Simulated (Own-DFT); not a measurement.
# Which defects push the lattice out? C11b WSi2

Source: density functional calculations with Own-DFT, an unreviewed in-house program that is no longer used. Nothing was measured or relaxed, and spin and spin-orbit coupling are left out.

All runs used: PBE; PseudoDojo norm-conserving scalar-relativistic files; cutoff 50 hartree; 5 x 5 x 5 k mesh centred on Gamma; cold (Marzari-Vanderbilt) smearing of 0.2 eV.

Limits: forces on such cells failed a check on a denser k mesh; stress not checked against mesh or cutoff.

All runs share one cell, with vectors in Å (-2.148, -5.953, 3.409); (-6.444, 2.976, 1.136); (-2.553, -2.948, -6.757) and a volume of 403.2 Å³. u is the rms random offset of the atoms per axis. The defect's site can differ from row to row.

| cell | formula | u (Å) | P (GPa) |
|---|---|---|---|
| no defect | Si20W10 | 0.0182 | 4.58 |
| no defect | Si20W10 | 0.0487 | 6.04 |
| no defect | Si20W10 | 0.0495 | 5.88 |
| one W vacancy | Si20W9 | 0.0269 | 3.61 |
| one W vacancy | Si20W9 | 0.0295 | 3.86 |
| one W vacancy | Si20W9 | 0.0471 | ? |
| one W vacancy | Si20W9 | 0.0498 | 4.76 |
| one Si on a W site | Si21W9 | 0.0280 | 6.07 |
| one Si on a W site | Si21W9 | 0.0524 | 7.25 |
| one Si on a W site | Si21W9 | 0.0577 | 7.82 |
| one Si vacancy | Si19W10 | 0.0289 | 3.34 |
| one Si vacancy | Si19W10 | 0.0308 | 3.25 |
| one Si vacancy | Si19W10 | 0.0539 | 4.77 |
| one W on a Si site | Si19W11 | 0.0341 | 10.17 |
| one W on a Si site | Si19W11 | 0.0490 | 11.07 |
| one W on a Si site | Si19W11 | 0.0550 | 11.19 |

## Fit

P = P0 + c u² + a shift for each defect gives P0 = 4.37 GPa, c = 657 ± 33 GPa/Å² and a scatter of 0.12 GPa. The shifts, and each times the cell's volume:

- one W on a Si site: 5.00 ± 0.10 GPa, 12.6 eV
- one Si on a W site: 1.17 ± 0.10 GPa, 3.0 eV
- one W vacancy: -1.18 ± 0.10 GPa, -3.0 eV
- one Si vacancy: -1.61 ± 0.10 GPa, -4.1 eV

Positive is outwards. The product with the volume (160.2 GPa Å³ to the eV) is nearly free of the cell's size; divided by the bulk modulus at the cell's pressure it gives the volume that the defect adds. The atoms around the defects weren't relaxed, which would change these numbers.

## Test on the hidden row

Q: what pressure belongs in the blank (one W vacancy, u = 0.0471 Å)?

The fitted form gives 4.64 ± 0.14 GPa. Computed: 5.03 GPa.
